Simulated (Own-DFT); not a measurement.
Simulation results for GaAs (zincblende with one plane slipped along a stacking-fault path, atoms displaced)

Computed with Own-DFT development build. A calculation, not a measurement: plane-wave PBE density functional theory by an unreviewed code, no spin, of a simulated periodic cell, stress positive in tension, free energy of the whole cell less one offset for each atom, forces on such cells passed a denser k mesh, this cell's mesh not checked; offsets are fitted by least squares, one for each functional and potential file, so energies compare only between cells with the same atoms and settings and are not formation energies; the far tail of each file's local potential was reset to the Coulomb form; each entry is a single point on an unrelaxed cell, so the pressure reflects the starting lattice, mostly measured values (interpolated for alloys), from which strain is counted, and rises with the displacements; printed positions are rounded, which can move forces by about a meV/angstrom; the program, named Own-DFT, is a retired in-house code; no spin-orbit coupling.

GaAs (zincblende with one plane slipped along a stacking-fault path, atoms displaced)

```
GaAs
1.0
      5.6533    -5.6533     0.0000
      0.0000     5.6533    -5.6533
     11.4950    11.4950    10.9297
Ga As Ga As Ga As Ga As Ga As Ga As Ga As Ga As Ga As Ga As Ga As Ga As Ga As Ga As Ga As Ga As Ga As Ga As Ga As Ga As Ga As Ga As Ga As Ga As
1 1 1 1 1 1 1 1 1 1 1 1 1 1 1 1 1 1 1 1 1 1 1 1 1 1 1 1 1 1 1 1 1 1 1 1 1 1 1 1 1 1 1 1 1 1 1 1
Direct
  0.99643 0.99374 0.99590
  0.00323 0.00211 0.12083
  0.16135 0.31945 0.16858
  0.15503 0.31053 0.29199
  0.31950 0.12810 0.33717
  0.32450 0.14694 0.45712
  0.01563 0.02512 0.49571
  0.00844 0.01562 0.62271
  0.17818 0.35810 0.66558
  0.17983 0.34056 0.79397
  0.32119 0.16580 0.83359
  0.32366 0.17005 0.95950
  0.98657 0.50304 0.99968
  0.00466 0.48821 0.12356
  0.15339 0.81467 0.16760
  0.16186 0.82465 0.29288
  0.31207 0.63492 0.33541
  0.33497 0.64961 0.45870
  0.02517 0.52490 0.49917
  0.02028 0.53532 0.62900
  0.16910 0.85231 0.67144
  0.18179 0.84588 0.78834
  0.33050 0.66743 0.83126
  0.33679 0.66669 0.95897
  0.50406 0.01006 0.00391
  0.48517 0.99455 0.12630
  0.67147 0.32491 0.17132
  0.65814 0.30808 0.29476
  0.82363 0.14852 0.33408
  0.82837 0.14047 0.45921
  0.51999 0.02097 0.50018
  0.51113 0.01439 0.63047
  0.67277 0.35985 0.66433
  0.67879 0.35890 0.79155
  0.85388 0.19281 0.83464
  0.84509 0.16288 0.95850
  0.50335 0.49658 0.99514
  0.51343 0.49797 0.12166
  0.67125 0.83887 0.16651
  0.64740 0.80180 0.29023
  0.82492 0.64425 0.33052
  0.82028 0.63617 0.45638
  0.51904 0.52700 0.50264
  0.51765 0.52735 0.62469
  0.66361 0.83718 0.66366
  0.67150 0.84598 0.78800
  0.82854 0.67887 0.83390
  0.84157 0.68347 0.96129
```

- functional: PBE
- potential files: PseudoDojo norm-conserving, scalar-relativistic, standard set
- wave cutoff: 42 hartree
- occupations: Fermi-Dirac
- smearing width: 0.1 eV
- hardware: one NVIDIA H100
- k mesh: 4 x 4 x 2 centred on Gamma
- free energy of cell above offsets: -16.250 eV
- pressure: 4.49 GPa
- stress xx: -4.32 GPa
- stress yy: -4.42 GPa
- stress zz: -4.72 GPa
- stress yz: 0.25 GPa
- stress xz: -0.75 GPa
- stress xy: 1.13 GPa
- wall time: 757.7 s

Force:
```csv
element,x (eV/Å),y (eV/Å),z (eV/Å)
Ga,1.356,0.967,-0.123
As,0.051,-0.007,0.73
Ga,0.634,-0.764,-0.743
As,0.298,-0.263,0.458
Ga,0.285,0.649,-1.63
As,1.55,0.199,-1.255
Ga,0.237,-0.692,2.838
As,-0.049,0.395,-0.286
Ga,-0.031,-0.146,0.634
As,-1.001,-0.023,-0.993
Ga,1.445,-0.902,0.138
As,0.355,-1.319,-0.062
Ga,0.751,-1.222,0.243
As,-0.189,0.625,0.175
Ga,-0.201,0.19,-0.322
As,-0.848,-1.08,1.08
Ga,0.042,-0.192,-0.536
As,0.334,0.49,-1.876
Ga,-0.592,0.52,1.901
As,-1.134,-0.694,0.273
Ga,-0.25,-0.618,-1.279
As,0.074,1.428,1.229
Ga,1.049,0.126,-0.105
As,-0.345,0.623,-0.465
Ga,-0.609,-0.738,-0.086
As,0.774,-0.178,0.118
Ga,-0.495,-0.175,-0.369
As,-0.344,0.386,-0.261
Ga,-0.108,-0.666,0.736
As,-0.109,0.924,-2.601
Ga,-0.628,0.613,1.917
As,-0.881,0.218,-0.971
Ga,0.916,-0.661,0.724
As,-0.516,-0.14,0.915
Ga,-1.125,0.012,0.355
As,-0.843,1.509,-0.699
Ga,0.329,0.819,0.107
As,-0.07,0.75,0.327
Ga,-0.647,-0.407,0.161
As,0.476,0.502,-0.348
Ga,-0.007,0.312,0.172
As,0.953,-0.065,-1.836
Ga,-0.638,-0.712,1.604
As,-1.209,-0.188,0.847
Ga,1.561,0.381,-0.822
As,0.295,0.708,-0.144
Ga,0.719,-0.299,-0.432
As,-1.612,-1.196,0.561
```
